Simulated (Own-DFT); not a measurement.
## Calculated data, Hf$_{36}$O$_{71}$ (tetragonal hafnia with one neutral oxygen vacancy, atoms displaced)

Computed with Own-DFT development build. A calculation, not a measurement: plane-wave PBE and HSE06 DFT by an unreviewed code, no spin, of a simulated cell at Gamma alone, so results move with cell size and shape, stress positive in tension, energies less offsets, not probed for a lower state with spin; hafnium file: forces about 75 meV/angstrom off all-electron values; oxygen file: force components 24 meV/angstrom off all-electron in a glass; k mesh not checked against a denser one; forces and stress are PBE's, HSE06 gives the energy alone, and its difference from PBE has offsets of its own; offsets are fitted by least squares, one for each functional and potential file, so energies compare only between cells with the same atoms and settings and are not formation energies; the far tail of each file's local potential was reset to the Coulomb form; each entry is a single point on an unrelaxed cell, so the pressure reflects the starting lattice, taken from the Materials Project, from which strain is counted, and rises with the displacements; printed positions are rounded, which can move forces by about a meV/angstrom; the program is a retired in-house code; no spin-orbit coupling.

Common to all runs: first functional PBE; second functional HSE06; exact exchange share 0.25; screening 0.11 1/bohr; exchange divergence Gygi-Baldereschi; potential files PseudoDojo norm-conserving, scalar-relativistic, made for PBE, standard set; wave cutoff 48 hartree; occupations fixed; k mesh 1 x 1 x 1 centred on Gamma.

(1) Hf$_{36}$O$_{71}$ (tetragonal hafnia with one neutral oxygen vacancy, atoms displaced)

```
Hf36O71
1.0
     10.7800     0.0000     0.0000
      0.0000    10.7800     0.0000
      0.0000     0.0000    10.4493
Hf O Hf O Hf O Hf O Hf O Hf O Hf O Hf O Hf O Hf O Hf O Hf O Hf O Hf O Hf O Hf O Hf O Hf O
2 4 2 4 2 4 2 4 2 4 2 4 2 4 2 4 2 4 2 3 2 4 2 4 2 4 2 4 2 4 2 4 2 4 2 4
Direct
  0.99757 0.00617 0.98999
  0.17052 0.15652 0.25161
  0.01050 0.17673 0.15347
  0.17368 0.00269 0.35495
  0.98998 0.16751 0.40213
  0.16815 0.99289 0.09380
  0.99972 0.98024 0.49691
  0.16052 0.16133 0.74949
  0.99944 0.15571 0.65449
  0.16388 0.00829 0.86405
  0.00871 0.17912 0.88858
  0.16675 0.00267 0.60891
  0.00151 0.31841 0.98553
  0.16848 0.51412 0.24442
  0.99685 0.50077 0.14509
  0.17485 0.31424 0.34127
  0.00004 0.50386 0.39841
  0.17684 0.32157 0.09832
  0.99561 0.33496 0.50437
  0.15912 0.49981 0.75791
  0.00744 0.50038 0.65387
  0.16703 0.32629 0.85183
  0.99108 0.50751 0.89659
  0.16629 0.33859 0.59569
  0.00012 0.65059 0.00772
  0.16476 0.83961 0.24163
  0.00298 0.84012 0.15670
  0.15996 0.67288 0.35372
  0.00088 0.84176 0.41365
  0.16281 0.65494 0.09161
  0.98208 0.66506 0.50439
  0.17570 0.82632 0.74282
  0.98678 0.83031 0.66456
  0.17071 0.66455 0.83691
  0.00560 0.82154 0.89874
  0.15931 0.67353 0.58907
  0.33538 0.99632 0.00278
  0.50238 0.17302 0.23579
  0.33442 0.15876 0.16734
  0.49541 0.00331 0.34307
  0.32037 0.18143 0.39533
  0.49889 0.99299 0.09268
  0.33981 0.00880 0.48825
  0.51002 0.16176 0.76069
  0.34197 0.17269 0.64907
  0.51312 0.00710 0.84871
  0.33993 0.16673 0.90167
  0.49840 0.99513 0.60126
  0.33429 0.33345 0.99987
  0.50379 0.50283 0.25250
  0.34069 0.49518 0.15009
  0.50188 0.34064 0.35412
  0.32027 0.50789 0.40968
  0.50429 0.32253 0.06666
  0.34240 0.34129 0.49641
  0.49456 0.48177 0.75382
  0.32980 0.49953 0.66212
  0.34055 0.50566 0.90795
  0.49432 0.32978 0.60844
  0.33742 0.66589 0.99243
  0.49340 0.83645 0.24978
  0.34485 0.83122 0.15556
  0.50626 0.67799 0.35144
  0.34473 0.83110 0.38864
  0.48578 0.67409 0.10802
  0.33605 0.68153 0.47457
  0.50917 0.84387 0.75044
  0.33793 0.83189 0.64095
  0.48979 0.65883 0.83396
  0.34429 0.84806 0.89743
  0.49918 0.65443 0.60484
  0.66998 0.00532 0.00066
  0.82275 0.15680 0.25596
  0.65844 0.15774 0.14848
  0.84852 0.99199 0.34502
  0.67371 0.16951 0.39201
  0.82134 0.99802 0.10158
  0.66832 0.99282 0.49813
  0.83014 0.18007 0.76284
  0.66832 0.17312 0.65758
  0.82601 0.00699 0.85181
  0.66124 0.15624 0.90972
  0.83660 0.00635 0.61022
  0.66629 0.33044 0.00862
  0.83875 0.49441 0.24971
  0.66506 0.50168 0.13174
  0.83762 0.33439 0.34490
  0.65437 0.49697 0.40477
  0.83071 0.33578 0.10274
  0.67002 0.34110 0.49689
  0.82975 0.51636 0.74839
  0.66299 0.50025 0.66228
  0.84220 0.33386 0.84016
  0.67477 0.51235 0.91264
  0.81857 0.33237 0.59888
  0.66845 0.66593 0.99164
  0.81936 0.84370 0.26194
  0.66637 0.83142 0.15305
  0.82315 0.65785 0.34716
  0.66109 0.83359 0.41488
  0.84026 0.67179 0.09370
  0.66880 0.67681 0.49749
  0.84090 0.83583 0.75712
  0.66204 0.82968 0.64097
  0.83791 0.66881 0.84455
  0.65058 0.83285 0.89776
  0.81655 0.67354 0.59322
```

```
PBE energy of cell above offsets : -85.214 eV
HSE06 less PBE above offsets     : 0.736 eV
PBE pressure                     : 5.94 GPa
PBE stress xx                    : -3.53 GPa
PBE stress yy                    : -9.22 GPa
PBE stress zz                    : -5.05 GPa
PBE stress yz                    : -1.57 GPa
PBE stress xz                    : -1.21 GPa
PBE stress xy                    : 0 GPa
```

Force:
```
element  x (eV/Å)  y (eV/Å)  z (eV/Å)
     Hf     1.381    -2.176     0.783
     Hf    -0.917     2.726     0.075
      O    -2.901    -1.287     -1.85
      O      -0.3    -2.658       0.2
      O    -0.336    -0.862     0.457
      O     -0.45    -0.266     1.065
     Hf     0.535     10.13     5.852
     Hf     2.279     0.108    -2.137
      O    -0.871      1.81     0.508
      O    -0.734     -1.01    -1.068
      O    -1.469    -4.948    -0.298
      O     0.236    -1.133    -1.093
     Hf     1.018     4.864     4.571
     Hf     0.086    -2.675     0.978
      O      0.95    -0.181     0.957
      O    -1.638     4.445     0.205
      O    -0.321    -0.307     0.279
      O    -1.153     0.954    -1.064
     Hf     1.513    -1.722    -0.673
     Hf      2.69    -1.599    -1.863
      O    -3.362     0.656    -1.171
      O    -0.075     1.877      0.08
      O     0.765     -2.41    -0.355
      O    -0.716    -0.322    -0.326
     Hf      -1.2     2.473    -1.107
     Hf     0.636     0.135     0.354
      O    -1.222     0.193     0.571
      O     0.286     0.694    -2.132
      O    -0.322    -8.049     -3.82
      O      2.27     0.493     1.217
     Hf     3.427    -0.645    -0.407
     Hf    -0.034     0.899    -0.675
      O      3.32    -0.209    -2.612
      O     0.701     0.793     1.369
      O    -0.649     2.068     1.127
      O    -0.338     0.894     0.196
     Hf    -0.403     1.919    -0.428
     Hf    -1.845    -0.643     2.851
      O     1.243    -0.252    -2.469
      O     0.437     1.271      0.65
      O     2.431    -2.812     1.752
      O     0.725     0.591     0.653
     Hf     -0.85     1.311     1.869
     Hf    -1.939     2.772    -2.084
      O    -0.897    -1.142      0.35
      O    -0.569    -1.891     0.383
      O     0.567    -0.177     0.804
      O     1.211     0.357    -1.149
     Hf    -2.138    -0.117    -1.263
     Hf     0.648     1.893    -0.301
      O    -0.376    -0.129     1.007
      O    -0.504    -1.047    -1.685
      O     0.488    -0.226    -2.039
      O    -1.829    -0.415     3.258
     Hf    -2.429    -0.955     1.708
     Hf    -0.667     1.858    -1.232
      O    -0.479    -0.787     0.424
      O    -0.353    -2.475    -0.118
      O     1.975     1.037    -0.647
     Hf     1.105     1.122    -0.301
     Hf     2.135    -0.012    -0.993
      O    -4.816     0.592    -1.755
      O    -0.216    -2.278    -0.396
      O     -0.82     3.772    -0.863
      O     2.076     -0.89    -1.172
     Hf     0.167    -2.878     6.281
     Hf    -1.457    -2.271    -0.645
      O    -0.537    -0.022     0.391
      O     0.335     1.308     1.931
      O    -0.841    -2.301    -0.606
      O     0.253     0.775    -2.831
     Hf    -2.259    -3.347    -0.052
     Hf     2.553     2.539    -0.218
      O     1.912      0.51    -0.563
      O     -1.15      2.47     2.109
      O     0.078    -1.041     0.497
      O     2.926     0.583     0.999
     Hf    -0.372     2.801     3.542
     Hf    -0.281    -3.538    -4.786
      O    -0.097     -0.65    -0.011
      O     1.354    -0.796     1.189
      O     0.916     4.055    -1.132
      O    -1.381    -1.472    -2.239
     Hf     2.571     1.558     -2.77
     Hf    -0.336    -0.095    -1.399
      O     -0.85    -0.172     3.362
      O    -0.706    -0.023     0.483
      O     0.663     1.562    -0.865
      O     0.672     -0.97    -0.598
     Hf    -2.015    -1.457     1.252
     Hf    -0.559    -2.546    -0.068
      O     0.922    -0.483    -0.236
      O    -0.213     3.107     2.326
      O     0.311     -3.69    -2.683
      O     3.281     0.511     0.099
     Hf    -0.781     2.189     2.499
     Hf     0.747    -5.116    -4.519
      O     0.083     0.057     1.059
      O     0.357     1.976      0.49
      O     1.283     2.094    -3.673
      O    -1.612    -0.069     0.336
     Hf    -5.441    -3.686      1.34
     Hf    -2.877     1.475     0.779
      O     1.387     0.885     1.064
      O    -0.927     1.167     0.445
      O     1.118    -0.011     0.183
      O     3.804    -1.001     2.228
```

(2) Hf$_{36}$O$_{71}$ (tetragonal hafnia with one neutral oxygen vacancy, atoms displaced)

```
Hf36O71
1.0
     10.7800     0.0000     0.0000
      0.0000    10.7800     0.0000
      0.0000     0.0000    10.4493
Hf O Hf O Hf O Hf O Hf O Hf O Hf O Hf O Hf O Hf O Hf O Hf O Hf O Hf O Hf O Hf O Hf O Hf O
2 4 2 4 2 4 2 4 2 4 2 3 2 4 2 4 2 4 2 4 2 4 2 4 2 4 2 4 2 4 2 4 2 4 2 4
Direct
  0.99942 0.01676 0.00278
  0.18027 0.16834 0.24783
  0.98760 0.16953 0.14692
  0.16719 0.01027 0.33373
  0.00052 0.17867 0.40822
  0.15590 0.01397 0.09339
  0.99905 0.99759 0.49885
  0.16001 0.15625 0.73779
  0.99059 0.16948 0.65319
  0.16441 0.99211 0.83986
  0.99477 0.16333 0.90418
  0.17004 0.98879 0.59501
  0.00733 0.32895 0.98827
  0.17361 0.48948 0.25599
  0.99350 0.49855 0.16307
  0.16115 0.32056 0.36423
  0.99570 0.49600 0.41236
  0.16697 0.31462 0.09054
  0.99147 0.32951 0.49992
  0.16863 0.49655 0.74710
  0.99226 0.50179 0.65892
  0.17944 0.33455 0.84190
  0.00230 0.48662 0.91385
  0.16852 0.33922 0.59655
  0.99920 0.66044 0.99142
  0.17464 0.82912 0.26164
  0.99291 0.84555 0.16129
  0.15902 0.66299 0.35033
  0.99351 0.81878 0.40344
  0.15943 0.65525 0.08075
  0.99290 0.65572 0.50915
  0.16389 0.84289 0.74496
  0.01639 0.82185 0.66399
  0.16998 0.67913 0.84215
  0.00102 0.83920 0.90240
  0.32502 0.98284 0.98843
  0.50018 0.15883 0.24636
  0.33038 0.16530 0.14159
  0.48930 0.00683 0.34866
  0.33176 0.17015 0.40446
  0.50442 0.00541 0.09722
  0.32440 0.99532 0.49316
  0.50067 0.15556 0.75116
  0.33937 0.16962 0.66234
  0.51119 0.99838 0.85377
  0.32814 0.16146 0.90191
  0.49835 0.99488 0.60832
  0.34808 0.32229 0.99867
  0.50102 0.50156 0.24663
  0.33165 0.50586 0.15540
  0.51230 0.34365 0.35134
  0.33447 0.51019 0.40294
  0.49818 0.33264 0.08900
  0.33127 0.31863 0.50702
  0.49799 0.49743 0.74591
  0.33394 0.50349 0.65763
  0.49155 0.33191 0.85222
  0.34803 0.49788 0.89977
  0.50007 0.32299 0.59665
  0.32935 0.67513 0.00005
  0.51379 0.83704 0.25823
  0.33213 0.84324 0.15552
  0.50016 0.67324 0.35053
  0.32060 0.83715 0.40596
  0.51174 0.67369 0.10075
  0.33405 0.66231 0.49839
  0.50549 0.83020 0.74433
  0.33708 0.84532 0.63861
  0.51366 0.65893 0.84431
  0.34959 0.84179 0.90479
  0.48994 0.65096 0.59737
  0.66571 0.99166 0.99188
  0.82928 0.16887 0.25985
  0.66417 0.17394 0.14249
  0.83740 0.99696 0.34854
  0.67348 0.17186 0.40550
  0.83824 0.98763 0.09812
  0.67003 0.99028 0.49292
  0.83373 0.17914 0.74414
  0.65515 0.16972 0.64329
  0.82370 0.01117 0.84495
  0.66134 0.16765 0.89719
  0.82798 0.00630 0.60259
  0.66506 0.33202 0.99296
  0.83267 0.49480 0.25026
  0.66091 0.50912 0.15146
  0.81897 0.34146 0.34223
  0.66660 0.49853 0.38736
  0.83558 0.34179 0.08637
  0.66836 0.33289 0.50112
  0.82729 0.51096 0.75673
  0.65807 0.51122 0.65896
  0.83787 0.33019 0.83756
  0.66656 0.50112 0.90523
  0.83119 0.32809 0.59309
  0.67607 0.66812 0.99889
  0.83622 0.82778 0.24481
  0.66989 0.83531 0.14902
  0.83144 0.66375 0.34615
  0.66632 0.82805 0.39709
  0.82902 0.67964 0.10463
  0.66428 0.67417 0.50275
  0.83028 0.83379 0.74871
  0.66712 0.83262 0.64620
  0.83821 0.66982 0.83353
  0.65818 0.82350 0.89979
  0.83484 0.67423 0.59747
```

```
PBE energy of cell above offsets : -89.109 eV
HSE06 less PBE above offsets     : 0.494 eV
PBE pressure                     : 5.37 GPa
PBE stress xx                    : -3.78 GPa
PBE stress yy                    : -6.99 GPa
PBE stress zz                    : -5.34 GPa
PBE stress yz                    : -0.56 GPa
PBE stress xz                    : 0.48 GPa
PBE stress xy                    : 0.06 GPa
```

Force:
```
element  x (eV/Å)  y (eV/Å)  z (eV/Å)
     Hf    -1.893    -3.833     1.772
     Hf    -2.328     1.537    -2.247
      O     0.408    -0.024     1.441
      O    -0.354    -2.547     2.562
      O    -1.219     -4.06    -0.899
      O      2.48    -0.722    -0.209
     Hf    -1.582    -0.463     -1.39
     Hf     2.083      2.38     2.261
      O     2.767    -0.715    -1.037
      O     0.497     3.056     1.313
      O     0.781     1.829    -3.239
      O    -2.272     2.016     -0.29
     Hf    -0.577    -2.116     3.629
     Hf    -1.454     0.533     0.224
      O      2.63     0.288    -0.425
      O      1.13      2.13    -2.008
      O    -0.042    -0.444    -0.477
      O     0.408      1.32     1.003
     Hf     1.848     2.433     0.919
     Hf     0.708     0.654     0.112
      O     0.258     0.355     0.495
      O    -1.416    -1.438     -0.46
      O    -0.256     4.296    -2.306
      O    -1.292    -0.675     0.772
     Hf    -0.165     1.834     1.155
     Hf     -2.53     0.083    -1.191
      O     3.675     -1.15    -0.145
      O     0.668    -0.346    -0.803
      O     0.644     2.675      1.61
      O     1.039     0.817     1.278
     Hf     2.535     0.171    -1.488
     Hf     3.374    -3.406     0.428
      O    -5.424     0.106    -2.942
      O     0.325     -1.67    -0.092
      O    -0.838      -0.7     0.466
     Hf     0.076     7.584     4.603
     Hf     0.559     2.419    -1.704
      O     2.219     0.076     1.774
      O     0.904     -1.54     1.004
      O     0.221    -1.508    -1.128
      O    -0.797    -0.319     0.352
     Hf     2.714     0.445      1.31
     Hf     1.258      1.49     0.675
      O    -3.008    -0.282    -1.884
      O    -0.439    -1.346    -0.612
      O     0.205    -1.603    -0.349
      O     0.632     0.059    -1.869
     Hf    -3.264     0.739    -2.363
     Hf     1.037     0.448     0.783
      O    -0.301    -0.109    -0.256
      O    -1.406    -2.152    -1.088
      O     -0.57    -2.812    -0.561
      O     1.995     0.365       2.5
     Hf     1.108     2.982     0.452
     Hf    -1.618    -0.489     2.042
      O    -1.153    -0.028    -1.038
      O     0.918    -0.771    -1.074
      O    -1.284     1.668     1.363
      O    -0.349     1.257     0.042
     Hf     1.552    -3.023    -0.345
     Hf    -0.651    -1.116    -2.919
      O    -0.145    -0.753    -0.385
      O    -0.188     0.225     0.134
      O    -0.065     -1.11    -1.363
      O    -2.169     0.516    -0.545
     Hf    -1.681     0.406     1.012
     Hf    -1.441      0.06     0.831
      O    -0.069    -1.265     1.755
      O    -0.939     1.662    -0.529
      O       0.3    -5.568    -3.162
      O     1.916     1.774    -0.173
     Hf     0.971     1.553     0.997
     Hf     0.134     0.004    -2.426
      O     0.712    -0.376     1.731
      O    -0.286     0.545     1.037
      O    -0.161    -2.458    -0.936
      O    -1.991     0.987    -0.627
     Hf    -0.365     3.002     1.831
     Hf    -3.565    -2.495     0.314
      O     1.985     -0.25     0.678
      O    -0.115    -1.862    -0.477
      O     0.171     0.254     0.082
      O     1.267    -1.412    -1.323
     Hf     0.588    -0.568     0.913
     Hf    -1.623     1.988    -0.972
      O     1.055    -0.662    -0.647
      O     1.075    -2.712     1.217
      O    -0.143     1.621     2.897
      O    -0.663     0.084    -0.156
     Hf    -2.151     0.813     -0.99
     Hf    -0.751    -3.297    -1.681
      O      3.17    -0.385    -1.416
      O    -0.271     2.426     0.878
      O     1.442    -0.293    -0.649
      O    -0.469     0.321     0.625
     Hf    -2.649    -1.552     1.496
     Hf     0.692     0.035     0.123
      O    -1.061      0.75     0.357
      O    -0.308    -0.127     0.761
      O    -0.473     1.615    -0.044
      O     1.874    -0.984    -1.865
     Hf    -0.215    -3.712    -1.085
     Hf     1.675     2.494     0.605
      O     0.048    -0.308    -0.598
      O     0.268     0.656     2.805
      O     1.298     1.487    -1.273
      O    -1.867     0.232     0.743
```
